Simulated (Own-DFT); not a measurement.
# Point defects and the pressure they add: D0_22 TiAl3

The numbers are computed, not measured, by runs of the plane-wave DFT program Own-DFT (in-house, retired, unreviewed) at fixed positions, with no spin and no spin-orbit coupling.

All runs used: PBE; PseudoDojo norm-conserving scalar-relativistic files; cutoff 42 hartree; 4 x 4 x 4 k mesh centred on Gamma; cold (Marzari-Vanderbilt) smearing of 0.2 eV.

Known weak points: forces on such cells failed a check on a denser k mesh; stress not checked against mesh or cutoff.

All runs share one cell, with vectors in Å (-2.365, -6.981, 4.326); (-7.667, 3.491, 1.442); (-2.950, -3.488, -7.241) and a volume of 625.4 Å³. The atoms are randomly displaced, by u rms on each axis. The defect's site can differ from row to row.

```
                     cell   formula   u (Å)  P (GPa)
                no defect  Al30Ti10  0.0214     2.01
                no defect  Al30Ti10  0.0452     2.40
                no defect  Al30Ti10  0.0497     2.66
 two Al on a Ti site each   Al32Ti8  0.0293     2.89
 two Al on a Ti site each   Al32Ti8  0.0299     2.90
 two Al on a Ti site each   Al32Ti8  0.0476        ?
 two Al on a Ti site each   Al32Ti8  0.0494     3.37
         two Al vacancies  Al28Ti10  0.0317     1.21
         two Al vacancies  Al28Ti10  0.0477     1.66
         two Al vacancies  Al28Ti10  0.0479     1.63
two Ti on an Al site each  Al28Ti12  0.0289     3.32
two Ti on an Al site each  Al28Ti12  0.0296     3.28
two Ti on an Al site each  Al28Ti12  0.0523     3.90
```

## Working it out

P = P0 + c u² + a shift for each defect gives P0 = 1.83 GPa, c = 314 ± 16 GPa/Å² and a scatter of 0.04 GPa. The shifts, and each times the cell's volume:

- two Ti on an Al site each: 1.20 ± 0.04 GPa, 4.7 eV (2.3 eV for each of its 2 sites)
- two Al on a Ti site each: 0.78 ± 0.04 GPa, 3.0 eV (1.5 eV for each of its 2 sites)
- two Al vacancies: -0.92 ± 0.04 GPa, -3.6 eV (-1.8 eV for each of its 2 sites)

Positive is outwards. The product with the volume (160.2 GPa Å³ to the eV) is nearly free of the cell's size; divided by the bulk modulus at the cell's pressure it gives the volume that the defect adds. The atoms around the defects weren't relaxed, which would change these numbers.

## The run left out

Q: what pressure belongs in the blank (two Al on a Ti site each, u = 0.0476 Å)?

The fit gives 3.32 ± 0.05 GPa. DFT gave 3.27 GPa.
